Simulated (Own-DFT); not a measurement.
# Response to strain: diamond silicon, 64 atoms (Si64)

These are calculations, not measurements. The program, named Own-DFT, is a retired in-house plane-wave density functional code that no person has reviewed. Each row is one single-point run on a periodic cell that was not relaxed, without spin or spin-orbit coupling.

Settings of every run: PBE; PseudoDojo norm-conserving scalar-relativistic files; cutoff 20 hartree; 3 x 3 x 3 k mesh centred on Gamma; Fermi-Dirac smearing of 0.1 eV.

Known limits: k mesh not checked against a denser one; stress not checked against mesh or cutoff.

Unstrained cell vectors in Å: (10.862, 0.000, 0.000); (0.000, 10.862, 0.000); (0.000, 0.000, 10.862). The unstrained cell has measured lattice constants (interpolated for alloys), not those of this functional. That, the random moves and any unrelaxed bonds set the pressure at no strain. Each run strains this cell uniformly, with the atoms carried along. Every atom was also moved at random, by a Gaussian of width 0.05 Å on each axis. Strain is the symmetric tensor, in per cent. Stress is positive in tension, and the pressure is minus a third of its trace.

| run | e_xx (%) | e_yy (%) | e_zz (%) | e_yz (%) | e_xz (%) | e_xy (%) | s_xx (GPa) | s_yy (GPa) | s_zz (GPa) | s_yz (GPa) | s_xz (GPa) | s_xy (GPa) | P (GPa) | E (meV/atom) |
|---|---|---|---|---|---|---|---|---|---|---|---|---|---|---|
| 1 | 1.89 | -1.16 | 0.48 | -0.67 | 1.88 | -1.82 | -0.50 | -3.15 | -1.87 | -1.31 | 4.12 | -3.38 | 1.84 | 23.1 |
| 2 | 1.83 | 1.84 | 0.78 | -1.13 | 1.03 | 1.49 | 1.34 | 1.48 | 0.63 | -2.07 | 1.57 | 3.28 | -1.15 | 15.1 |
| 3 | -1.76 | -1.09 | 1.11 | 0.48 | 1.40 | 1.11 | -5.71 | -5.01 | -3.11 | 1.83 | 3.90 | 1.42 | 4.61 | 31.3 |
| 4 | -0.51 | 0.03 | 1.74 | -0.30 | -0.73 | -0.61 | -2.07 | -1.82 | -0.03 | 0.04 | -1.20 | -1.18 | 1.31 | 0.0 |
| 5 | -0.57 | 0.11 | -1.50 | -1.90 | 0.55 | 0.82 | -4.65 | -3.83 | -5.29 | -4.01 | 1.20 | 2.27 | 4.59 | 16.3 |
| 6 | -1.91 | -1.10 | 0.82 | -0.12 | -0.15 | -1.26 | -5.78 | -5.27 | -3.39 | -0.86 | -0.45 | -3.75 | 4.81 | 15.0 |
| 7 | -0.94 | -1.02 | 1.24 | -0.98 | -1.54 | -0.44 | -4.14 | -4.37 | -2.21 | -1.93 | -3.17 | -0.94 | 3.58 | 22.3 |
| 8 | 1.52 | 1.14 | -1.49 | -1.74 | 0.53 | 0.16 | -0.82 | -1.20 | -3.39 | -4.84 | 1.48 | 0.98 | 1.80 | 18.2 |
| 9 | -1.79 | 1.76 | -0.05 | 0.44 | -0.65 | -0.60 | -4.05 | -0.92 | -2.82 | 1.02 | -1.37 | -1.37 | 2.60 | 2.9 |
| 10 | 0.13 | 0.75 | -1.72 | -1.51 | 1.26 | -1.17 | -3.34 | -2.75 | -5.00 | -4.48 | 1.70 | -2.29 | 3.70 | 25.0 |
| 11 | 1.23 | 1.76 | 0.06 | 1.86 | -1.60 | -1.34 | 0.07 | 0.68 | -0.84 | 3.56 | -2.88 | -1.79 | 0.03 | 16.5 |
| 12 | 1.42 | 0.33 | -1.39 | 0.27 | -1.40 | 1.62 | -0.99 | -2.16 | -3.66 | 0.62 | -2.42 | 3.14 | 2.27 | 8.2 |
| 13 | -0.93 | -0.27 | 0.15 | 1.47 | -0.70 | -0.25 | -4.16 | -3.54 | -3.17 | 2.31 | -0.66 | -0.59 | 3.62 | 12.8 |
| 14 | 0.22 | 1.34 | -0.87 | -1.70 | -1.93 | 1.72 | -2.35 | -1.65 | -3.52 | -4.76 | -4.01 | 2.34 | 2.51 | 34.6 |
| 15 | 1.79 | 0.07 | -1.97 | -0.41 | 0.76 | 1.38 | -1.17 | -2.78 | -4.45 | -1.26 | 2.36 | 2.39 | 2.80 | 14.2 |
| 16 | -1.20 | 1.56 | -1.42 | -1.40 | -1.10 | 0.02 | ? | ? | ? | ? | ? | ? | ? | ? |

E is the free energy for each atom above the lowest run shown.

## Worked fit

Each stress component was fitted by least squares to a constant and the strains of the runs shown, as fractions, with shears doubled. Shear strains stay in the fit of a normal stress only where such slopes are resolved. The slopes, in GPa:

| stress | at no strain | per e_xx | per e_yy | per e_zz | scatter |
|---|---|---|---|---|---|
| s_xx | -2.8 | 147 ± 5 | 64 ± 7 | 62 ± 6 | 0.25 |
| s_yy | -2.8 | 59 ± 5 | 155 ± 6 | 61 ± 5 | 0.22 |
| s_zz | -2.8 | 61 ± 5 | 63 ± 6 | 152 ± 6 | 0.23 |

Each shear stress against twice its own strain: yz 111 ± 7, xz 103 ± 5, xy 90 ± 7 GPa. These are stiffnesses along x, y and z of the frame in which the cell vectors are given, which need not be the crystal's axes. The atoms are held to the strained lattice; where symmetry lets them move under strain, relaxing them would lower some slopes. The table should be nearly symmetric about its diagonal, and what it lacks of that shows the noise. A ninth of its sum, 92 ± 3 GPa, estimates the bulk modulus near the mean pressure of these runs, 2.6 GPa, so it lies above the value at zero pressure.

## Withheld run

Question: what normal stresses and pressure should run 16 give?

The fit gives s_xx = -4.4, s_yy = -2.0, s_zz = -4.7 and P = 3.7 GPa. The calculation gave -4.52, -1.93, -4.59 and P = 3.68 GPa.
